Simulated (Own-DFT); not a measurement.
Simulation results for GaN (wurtzite, strained, atoms displaced)

Computed with Own-DFT development build. A calculation, not a measurement: plane-wave PBE density functional theory by an unreviewed code, no spin, of a simulated periodic cell, stress positive in tension, free energy of the whole cell less one offset for each atom, forces on such cells passed a denser k mesh, this cell's mesh not checked; offsets are fitted by least squares, one for each functional and potential file, so energies compare only between cells with the same atoms and settings and are not formation energies; the far tail of each file's local potential was reset to the Coulomb form; each entry is a single point on an unrelaxed cell, so the pressure reflects the starting lattice, mostly measured values (interpolated for alloys), from which strain is counted, and rises with the displacements; printed positions are rounded, which can move forces by about a meV/angstrom; the program, named Own-DFT, is a retired in-house code; no spin-orbit coupling.

```yaml
- formula: GaN
  kind: "wurtzite, strained, atoms displaced"
  structure:
    cell_angstrom: [[12.756, 0.0, 0.0], [-4.7835, 8.2853, 0.0], [0.0, 0.0, 10.5256]]
    atoms_fractional:
      - [Ga, 0.07685, 0.21158, 0.99647]
      - [Ga, 0.15817, 0.10444, 0.25114]
      - ["N", 0.06903, 0.21165, 0.18446]
      - ["N", 0.16514, 0.10779, 0.43769]
      - [Ga, 0.08122, 0.21735, 0.49397]
      - [Ga, 0.16275, 0.10904, 0.74842]
      - ["N", 0.08022, 0.2176, 0.69505]
      - ["N", 0.16647, 0.10479, 0.93176]
      - [Ga, 0.08884, 0.56265, 0.00135]
      - [Ga, 0.17121, 0.44555, 0.24755]
      - ["N", 0.08371, 0.54892, 0.18636]
      - ["N", 0.1612, 0.43686, 0.44074]
      - [Ga, 0.08061, 0.56078, 0.50402]
      - [Ga, 0.16873, 0.4417, 0.75096]
      - ["N", 0.08706, 0.55888, 0.69834]
      - ["N", 0.16957, 0.44935, 0.93321]
      - [Ga, 0.08151, 0.89164, 0.00334]
      - [Ga, 0.17238, 0.7834, 0.25075]
      - ["N", 0.0806, 0.88223, 0.18642]
      - ["N", 0.16093, 0.77715, 0.44055]
      - [Ga, 0.08749, 0.88611, 0.49791]
      - [Ga, 0.17066, 0.77928, 0.7642]
      - ["N", 0.08345, 0.8872, 0.68611]
      - ["N", 0.16679, 0.7793, 0.94054]
      - [Ga, 0.33134, 0.21094, 0.99785]
      - [Ga, 0.42057, 0.11926, 0.25338]
      - ["N", 0.32686, 0.22907, 0.18458]
      - ["N", 0.42046, 0.10928, 0.44112]
      - [Ga, 0.33795, 0.22446, 0.5004]
      - [Ga, 0.40979, 0.10899, 0.75117]
      - ["N", 0.33225, 0.22254, 0.68438]
      - ["N", 0.4134, 0.1019, 0.93449]
      - [Ga, 0.33662, 0.56494, 0.99515]
      - [Ga, 0.41563, 0.45105, 0.25263]
      - ["N", 0.32716, 0.55221, 0.19207]
      - ["N", 0.41568, 0.44806, 0.44604]
      - [Ga, 0.33163, 0.55894, 0.50362]
      - [Ga, 0.41835, 0.44593, 0.74491]
      - ["N", 0.34081, 0.55592, 0.6886]
      - ["N", 0.41394, 0.44762, 0.94224]
      - [Ga, 0.32948, 0.88134, 0.00011]
      - [Ga, 0.42373, 0.78044, 0.24701]
      - ["N", 0.33122, 0.88918, 0.19021]
      - ["N", 0.41474, 0.77663, 0.43894]
      - [Ga, 0.33075, 0.88812, 0.49817]
      - [Ga, 0.4149, 0.77397, 0.7468]
      - ["N", 0.33576, 0.88626, 0.68213]
      - ["N", 0.41344, 0.77539, 0.94191]
      - [Ga, 0.59047, 0.23682, 0.00437]
      - [Ga, 0.66661, 0.11604, 0.25393]
      - ["N", 0.58844, 0.22797, 0.18984]
      - ["N", 0.67148, 0.11844, 0.43817]
      - [Ga, 0.5849, 0.21944, 0.50298]
      - [Ga, 0.66288, 0.11522, 0.74595]
      - ["N", 0.58018, 0.22501, 0.68991]
      - ["N", 0.67392, 0.11543, 0.93191]
      - [Ga, 0.58423, 0.55306, 0.00114]
      - [Ga, 0.66565, 0.44071, 0.24882]
      - ["N", 0.58505, 0.55351, 0.19641]
      - ["N", 0.66821, 0.44266, 0.44247]
      - [Ga, 0.57224, 0.55174, 0.50475]
      - [Ga, 0.67006, 0.44445, 0.75694]
      - ["N", 0.57084, 0.55823, 0.68907]
      - ["N", 0.66905, 0.44385, 0.93176]
      - [Ga, 0.59346, 0.89358, 0.99598]
      - [Ga, 0.65974, 0.7771, 0.2581]
      - ["N", 0.58728, 0.88406, 0.18298]
      - ["N", 0.6685, 0.78041, 0.4433]
      - [Ga, 0.58759, 0.89619, 0.49933]
      - [Ga, 0.65845, 0.77868, 0.74969]
      - ["N", 0.58233, 0.88691, 0.68977]
      - ["N", 0.6685, 0.78624, 0.94092]
      - [Ga, 0.84072, 0.2162, 0.00455]
      - [Ga, 0.91876, 0.11187, 0.25207]
      - ["N", 0.831, 0.22906, 0.18388]
      - ["N", 0.91346, 0.10876, 0.43892]
      - [Ga, 0.8384, 0.22496, 0.50761]
      - [Ga, 0.90767, 0.10154, 0.75298]
      - ["N", 0.83615, 0.22402, 0.69098]
      - ["N", 0.91684, 0.11226, 0.92819]
      - [Ga, 0.82931, 0.55171, 0.0016]
      - [Ga, 0.91136, 0.43498, 0.25251]
      - ["N", 0.83969, 0.56721, 0.19476]
      - ["N", 0.91976, 0.44087, 0.43512]
      - [Ga, 0.82198, 0.55442, 0.48948]
      - [Ga, 0.91507, 0.44772, 0.75507]
      - ["N", 0.83418, 0.55927, 0.6883]
      - ["N", 0.9128, 0.44048, 0.93208]
      - [Ga, 0.82352, 0.88954, 0.99943]
      - [Ga, 0.91803, 0.7759, 0.25545]
      - ["N", 0.83148, 0.88492, 0.1833]
      - ["N", 0.9237, 0.78164, 0.43876]
      - [Ga, 0.83401, 0.88761, 0.49521]
      - [Ga, 0.91056, 0.77485, 0.74081]
      - ["N", 0.82425, 0.878, 0.69497]
      - ["N", 0.91975, 0.7852, 0.93296]
  settings:
    functional: PBE
    potential_files: "PseudoDojo norm-conserving, scalar-relativistic, standard set with the stringent files for Ga"
    "wave_cutoff [hartree]": 96.0
    occupations: Gaussian
    "smearing_width [eV]": 0.01
    k_mesh: "3 x 4 x 3 centred on Gamma"
  results:
    "free_energy_of_cell_above_offsets [eV]": "-5.686"
    "pressure [GPa]": 4.03
    "stress_xx [GPa]": -5.8
    "stress_yy [GPa]": -5.12
    "stress_zz [GPa]": -1.18
    "stress_yz [GPa]": 0.01
    "stress_xz [GPa]": -0.13
    "stress_xy [GPa]": -0.26
    force_element: [Ga, Ga, "N", "N", Ga, Ga, "N", "N", Ga, Ga, "N", "N", Ga, Ga, "N", "N", Ga, Ga, "N", "N", Ga, Ga, "N", "N", Ga, Ga, "N", "N", Ga, Ga, "N", "N", Ga, Ga, "N", "N", Ga, Ga, "N", "N", Ga, Ga, "N", "N", Ga, Ga, "N", "N", Ga, Ga, "N", "N", Ga, Ga, "N", "N", Ga, Ga, "N", "N", Ga, Ga, "N", "N", Ga, Ga, "N", "N", Ga, Ga, "N", "N", Ga, Ga, "N", "N", Ga, Ga, "N", "N", Ga, Ga, "N", "N", Ga, Ga, "N", "N", Ga, Ga, "N", "N", Ga, Ga, "N", "N"]
    "force_x [eV/angstrom]": [0.923, 0.422, 2.51, 0.57, 0.028, 0.373, -0.532, -0.309, -0.678, -1.942, -0.555, 0.254, 0.735, -0.28, -0.361, -0.026, -0.209, -1.034, 0.305, 2.142, -1.278, -0.668, 0.16, -0.287, -0.756, -1.035, 1.092, -0.546, -0.802, 0.719, -0.124, 0.653, -0.244, 0.173, 1.765, -0.658, -0.47, -1.218, -1.938, 1.37, 0.386, -1.325, 1.435, 0.592, 0.09, -0.018, -0.685, 1.01, 0.292, 0.962, -0.741, 0.123, -0.287, 0.893, -0.045, -0.833, -1.01, 0.499, -0.674, -2.918, 2.06, -0.835, 3.584, -0.988, -2.735, 2.267, -1.292, -0.552, -0.509, 1.269, -1.036, -0.001, -1.628, -2.19, 0.474, 0.269, -0.208, 0.809, -0.909, 0.133, 1.574, 0.833, -0.515, -1.278, 3.488, 0.748, -0.433, 0.384, 3.146, -0.577, -0.488, -1.232, 0.25, 1.409, -0.382, -0.899]
    "force_y [eV/angstrom]": [1.214, 0.416, 1.449, 0.327, 0.121, -0.418, 0.102, 0.672, -1.492, -1.194, 0.794, 1.187, -0.871, 0.008, -0.158, -0.786, -0.688, -1.555, 0.635, -0.285, 1.005, 0.043, -0.196, 0.331, 1.29, -0.516, -0.758, 0.487, -0.496, -0.184, -0.145, 0.918, -2.014, -0.774, 1.472, -0.788, -0.604, -1.708, -0.028, -0.705, 0.878, -0.329, 0.951, 0.613, -0.416, 0.443, 0.278, 1.613, -2.746, -0.784, -0.825, -0.546, 0.598, -0.274, -0.005, 0.071, 0.458, 1.616, 0.115, -1.015, 0.951, 0.473, 0.552, 0.704, 0.756, -0.183, 1.372, -0.658, -0.588, -0.616, 1.256, -2.638, 1.325, -1.297, -1.79, -0.104, 0.277, 0.458, -0.113, -0.749, 1.64, 2.016, -2.569, 0.312, 1.043, 0.023, -1.201, 0.386, 0.307, 1.291, 0.336, -0.521, 0.004, 0.79, 0.957, -0.997]
    "force_z [eV/angstrom]": [-0.245, -0.406, -0.416, -0.276, 1.604, -0.402, -1.321, 0.919, -0.187, 0.844, 0.381, -0.334, 0.593, -0.378, -1.135, 1.129, -0.629, 0.159, 0.498, -1.202, 1.545, -2.461, 0.118, 0.922, 0.123, -0.52, 0.786, -0.671, -0.133, -0.514, 0.421, 0.819, 1.024, -0.078, -1.009, -1.587, -0.146, 2.003, -0.289, -0.65, 0.618, 0.36, -0.259, -0.533, 0.155, 0.66, 0.939, -1.015, -0.941, -0.604, -0.497, 0.131, 0.433, 0.586, -0.203, 1.023, 0.207, 1.191, -0.929, -1.166, 0.15, -2.525, -0.197, 1.906, 0.363, -0.476, 0.455, -0.396, 0.506, 0.465, -0.757, -1.389, -1.23, 0.159, 0.653, -0.261, -0.317, -1.48, -0.418, 1.977, 0.04, -0.263, -1.019, 0.679, 1.811, -1.026, -1.025, 2.192, 0.204, -0.701, 1.282, 0.071, 1.215, 1.436, -1.629, 0.49]
```
